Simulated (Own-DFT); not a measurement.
# Computed records: GaP (zincblende, strongly disordered by large displacements), InAs (zincblende, strongly disordered by large displacements)

Computed with Own-DFT development build. A calculation, not a measurement: plane-wave PBE density functional theory by an unreviewed code, no spin, of a simulated periodic cell, stress positive in tension, free energy of the whole cell less one offset for each atom, forces on such cells passed a denser k mesh, this cell's mesh not checked; broken bonds can close the gap or carry spin, so checks made on this kind of crystal may not hold here; offsets are fitted by least squares, one for each functional and potential file, so energies compare only between cells with the same atoms and settings and are not formation energies; the far tail of each file's local potential was reset to the Coulomb form; each entry is a single point on an unrelaxed cell, so the pressure reflects the starting lattice, mostly measured values (interpolated for alloys), from which strain is counted, and rises with the displacements; printed positions are rounded, which can move forces by about a meV/angstrom; the program, named Own-DFT, is a retired in-house code; no spin-orbit coupling.

Common to all runs: functional PBE; potential files PseudoDojo norm-conserving, scalar-relativistic, standard set; wave cutoff 42 hartree; occupations Fermi-Dirac; smearing width 0.1 eV; k mesh 3 x 3 x 3 centred on Gamma.

(1) GaP (zincblende, strongly disordered by large displacements)

```
cell vectors (Å)
  10.9010     0.0000     0.0000
   0.0000    10.9010     0.0000
   0.0000     0.0000    10.9010
atoms (fractions of the cell vectors)
Ga  0.99559  0.99059  0.98693
Ga  0.02567  0.25742  0.27833
Ga  0.26774  0.01675  0.22547
Ga  0.24047  0.25811  0.01106
P   0.10997  0.10965  0.10622
P   0.10076  0.39371  0.38060
P   0.38312  0.12497  0.36507
P   0.35004  0.38759  0.12993
Ga  0.01286  0.98768  0.49517
Ga  0.00177  0.25845  0.74266
Ga  0.26044  0.97204  0.75777
Ga  0.23302  0.25059  0.51517
P   0.11940  0.13073  0.62536
P   0.10123  0.37152  0.88731
P   0.36083  0.11292  0.89140
P   0.38620  0.35609  0.63646
Ga  0.00082  0.49403  0.03121
Ga  0.01723  0.73317  0.25965
Ga  0.24444  0.46806  0.26049
Ga  0.26621  0.75196  0.97527
P   0.11616  0.63768  0.11401
P   0.12806  0.86149  0.37678
P   0.38823  0.61953  0.40016
P   0.38691  0.89704  0.12103
Ga  0.99883  0.51186  0.47735
Ga  0.00879  0.74725  0.76318
Ga  0.26684  0.48250  0.75128
Ga  0.24241  0.75040  0.49645
P   0.11413  0.64052  0.60893
P   0.13901  0.92456  0.88823
P   0.38553  0.63378  0.89706
P   0.36352  0.89110  0.62714
Ga  0.50509  0.00040  0.00004
Ga  0.48383  0.26162  0.25442
Ga  0.76235  0.01283  0.22580
Ga  0.78097  0.27204  0.00075
P   0.62858  0.14582  0.14468
P   0.62997  0.37326  0.38521
P   0.90669  0.09954  0.37980
P   0.87104  0.35487  0.14111
Ga  0.53249  0.98171  0.48868
Ga  0.46826  0.24674  0.76288
Ga  0.73605  0.98227  0.73348
Ga  0.77050  0.25727  0.49231
P   0.59819  0.11784  0.64759
P   0.61609  0.39307  0.86175
P   0.87341  0.10270  0.88563
P   0.87511  0.38093  0.62397
Ga  0.48338  0.48816  0.01584
Ga  0.51676  0.77304  0.25890
Ga  0.75335  0.49553  0.26079
Ga  0.76325  0.72304  0.01519
P   0.62181  0.63277  0.11448
P   0.63312  0.86645  0.38254
P   0.85230  0.60215  0.40627
P   0.87134  0.87742  0.11365
Ga  0.53291  0.49038  0.49295
Ga  0.49966  0.74061  0.80108
Ga  0.73548  0.51286  0.76155
Ga  0.78717  0.75728  0.48238
P   0.63667  0.62831  0.60794
P   0.60451  0.86878  0.88179
P   0.87756  0.63803  0.87408
P   0.87035  0.85643  0.61414
```

Here we set hardware one NVIDIA H100.

Results for GaP (zincblende, strongly disordered by large displacements): free energy of cell above offsets -7.314 eV; pressure 9.15 GPa; stress xx -9.34 GPa; stress yy -8.95 GPa; stress zz -9.16 GPa; stress yz -2.78 GPa; stress xz 2.07 GPa; stress xy 1.07 GPa; wall time 548.9 s.

Force:
```tsv
element	x (eV/Å)	y (eV/Å)	z (eV/Å)
Ga	-2.532	0.02	2.788
Ga	-2.691	-4.845	-3.61
Ga	-2.124	0.291	1.11
Ga	-0.953	-1.658	-1.281
P	1.531	2.539	3.025
P	5.074	-1.504	0.549
P	-1.213	-0.346	2.031
P	2.672	-2.891	-1.572
Ga	0.794	-1.237	2.711
Ga	-1.276	-1.088	0.419
Ga	0.352	4.43	-1.238
Ga	1.746	0.535	-1.421
P	-0.192	-2.066	1.038
P	1.989	0.824	-0.369
P	0.447	1.596	-0.083
P	-1.861	3.153	-4.208
Ga	-1.324	-0.192	-1.299
Ga	-2.286	0.842	0.279
Ga	-1.077	5.004	2.469
Ga	-3.724	3.893	3.441
P	2.548	-0.588	0.029
P	0.661	1.772	-1.856
P	-0.644	-0.152	-2.001
P	-0.271	-3.788	0.596
Ga	-0.02	1.097	5.772
Ga	0.548	1.512	-0.917
Ga	-1.754	1.414	0.597
Ga	2.407	0.026	1.157
P	0.464	-2.053	1.909
P	-0.078	-6.115	0.051
P	-1.623	-6.584	-0.827
P	2.937	-3.387	-3.239
Ga	1.195	2.358	0.305
Ga	1.23	0.487	-0.222
Ga	0.035	-0.128	1.851
Ga	-3.783	-3.125	-3.555
P	-0.375	0.253	-2.345
P	1.094	-3.058	-3.406
P	-3.169	3.183	-2.168
P	2.841	3.032	3.516
Ga	-3.653	3.702	3.437
Ga	2.536	-2.863	3.115
Ga	0.029	0.17	1.174
Ga	-0.25	-2.042	0.724
P	1.61	0.268	-1.905
P	-1.148	-2.604	2.638
P	-2.064	2.752	-2.899
P	0.187	0.765	0.636
Ga	2.185	1.079	-0.823
Ga	-2.489	-2.315	-2.002
Ga	-1.227	0.145	-1.673
Ga	0.157	2.615	-1.089
P	-1.351	-1.981	2.943
P	4.454	-0.449	-1.799
P	-0.114	-0.382	-4.84
P	0.781	-1.64	1.006
Ga	-3.116	2.491	3.153
Ga	0.796	0.204	-6.778
Ga	1.878	1.459	-2.315
Ga	-4.631	0.71	-0.435
P	-0.273	1.086	1.994
P	4.997	2.419	1.228
P	0.113	-2.542	0.451
P	3.001	3.499	4.037
```

(2) InAs (zincblende, strongly disordered by large displacements)

```
cell vectors (Å)
  12.1166     0.0000     0.0000
   0.0000    12.1166     0.0000
   0.0000     0.0000    12.1166
atoms (fractions of the cell vectors)
In  0.01438  0.97145  0.00541
In  0.99341  0.25812  0.25517
In  0.26084  0.00515  0.23998
In  0.25532  0.22973  0.00272
As  0.12993  0.13791  0.11976
As  0.12996  0.39955  0.37271
As  0.37936  0.12890  0.38697
As  0.36565  0.35419  0.11153
In  0.97976  0.97439  0.49600
In  0.99508  0.21579  0.74760
In  0.24849  0.02223  0.72800
In  0.25912  0.25366  0.50376
As  0.11045  0.10656  0.63382
As  0.13770  0.39410  0.87728
As  0.36278  0.09551  0.84263
As  0.35784  0.37940  0.61758
In  0.98504  0.48361  0.98210
In  0.03231  0.74535  0.25448
In  0.22189  0.50700  0.22417
In  0.22771  0.74486  0.00985
As  0.08836  0.65636  0.11228
As  0.14042  0.85126  0.35021
As  0.35396  0.63963  0.37694
As  0.39386  0.88422  0.10516
In  0.97881  0.50033  0.49011
In  0.99707  0.76488  0.74041
In  0.26024  0.54183  0.73440
In  0.23413  0.74333  0.50997
As  0.12684  0.61232  0.63006
As  0.12912  0.86254  0.88116
As  0.38030  0.63981  0.87329
As  0.35857  0.87251  0.61709
In  0.51434  0.95959  0.99622
In  0.49595  0.23750  0.27372
In  0.77750  0.99103  0.25135
In  0.72343  0.23438  0.98253
As  0.63201  0.10978  0.13780
As  0.60305  0.37793  0.33430
As  0.87837  0.09479  0.37330
As  0.87054  0.36579  0.15166
In  0.49653  0.00534  0.48196
In  0.51558  0.24035  0.77862
In  0.74797  0.99930  0.76313
In  0.74309  0.27833  0.48252
As  0.63669  0.12154  0.62551
As  0.62246  0.33914  0.88295
As  0.87339  0.11089  0.88218
As  0.85201  0.37809  0.63777
In  0.52080  0.49104  0.01513
In  0.51282  0.75869  0.23906
In  0.72989  0.50399  0.24895
In  0.76523  0.78430  0.02146
As  0.64187  0.62982  0.14345
As  0.64024  0.87403  0.38864
As  0.88778  0.63156  0.36722
As  0.87192  0.86618  0.13970
In  0.49307  0.52237  0.53928
In  0.49735  0.72682  0.75264
In  0.73583  0.47506  0.76610
In  0.79492  0.73628  0.51160
As  0.62332  0.62540  0.61951
As  0.63978  0.88177  0.87559
As  0.85257  0.64086  0.87975
As  0.83073  0.89068  0.62750
```

Here we set hardware one NVIDIA H200.

It finds free energy of cell above offsets -0.582 eV; pressure 9.22 GPa; stress xx -9.55 GPa; stress yy -8.14 GPa; stress zz -9.96 GPa; stress yz -1.63 GPa; stress xz -1.22 GPa; stress xy -1.01 GPa; wall time 1322 s.

Force:
```tsv
element	x (eV/Å)	y (eV/Å)	z (eV/Å)
In	-1.066	1.75	0.996
In	2.085	-1.852	1.92
In	-0.031	0.107	-0.092
In	0.558	0.32	-3.805
As	-2.181	-2.118	1.725
As	-0.721	-2.107	0.983
As	-2.882	-0.511	-0.619
As	1.592	1.979	1.913
In	1.996	-0.613	0.588
In	-0.954	3.155	1.355
In	-1.553	-5.286	-1.957
In	-2.493	-0.659	-0.929
As	-1.501	0.856	-4.742
As	0.537	-1.405	-1.021
As	5.174	3.551	6.186
As	1.997	0.99	2.705
In	-1.051	0.722	0.94
In	-6.319	0.335	2.162
In	1.443	0.85	-0.605
In	3.581	0.527	-0.42
As	1.032	-6.533	-4.899
As	3.065	5.231	4.371
As	1.603	-1.164	-1.342
As	-5.395	-3.301	4.239
In	1.001	-1.191	1.804
In	-0.651	-0.701	0.162
In	2.699	-3.441	3.071
In	0.083	0.458	-0.251
As	-5.302	2.147	-2.732
As	0.336	1.142	-2.696
As	-1.45	-2.054	3.661
As	1.383	0.314	0.332
In	2.096	5.258	-1.956
In	-0.858	-1.553	-4.04
In	-4.047	0.05	-0.301
In	5.229	-4.574	5.785
As	-0.823	-0.084	-0.533
As	1.359	2.28	4.124
As	1.195	4.87	1.361
As	-2.066	1.814	-3.188
In	1.737	-2.093	2.486
In	-4.874	-4.061	-5.394
In	-0.596	2.861	0.248
In	-0.545	-1.263	-0.187
As	-0.889	0.838	-0.596
As	-0.9	8.734	-0.002
As	0.736	0.07	1.287
As	2.558	-1.225	-1.615
In	-1.016	0.177	-0.083
In	-1.156	0.474	1.994
In	3.851	-1.891	1.619
In	-3.863	-3.955	-4.33
As	-1.691	2.541	-3.955
As	0.066	-0.582	-0.73
As	-0.844	-0.298	-1.538
As	5.875	1.149	2.544
In	-3.657	-2.722	-4.128
In	1.891	3.444	-1.972
In	-0.717	2.675	0.677
In	-2.386	-0.523	-0.558
As	4.271	1.802	2.18
As	-0.158	-3.569	-1.069
As	0.467	-1.025	-0.456
As	3.138	-1.119	-0.676
```
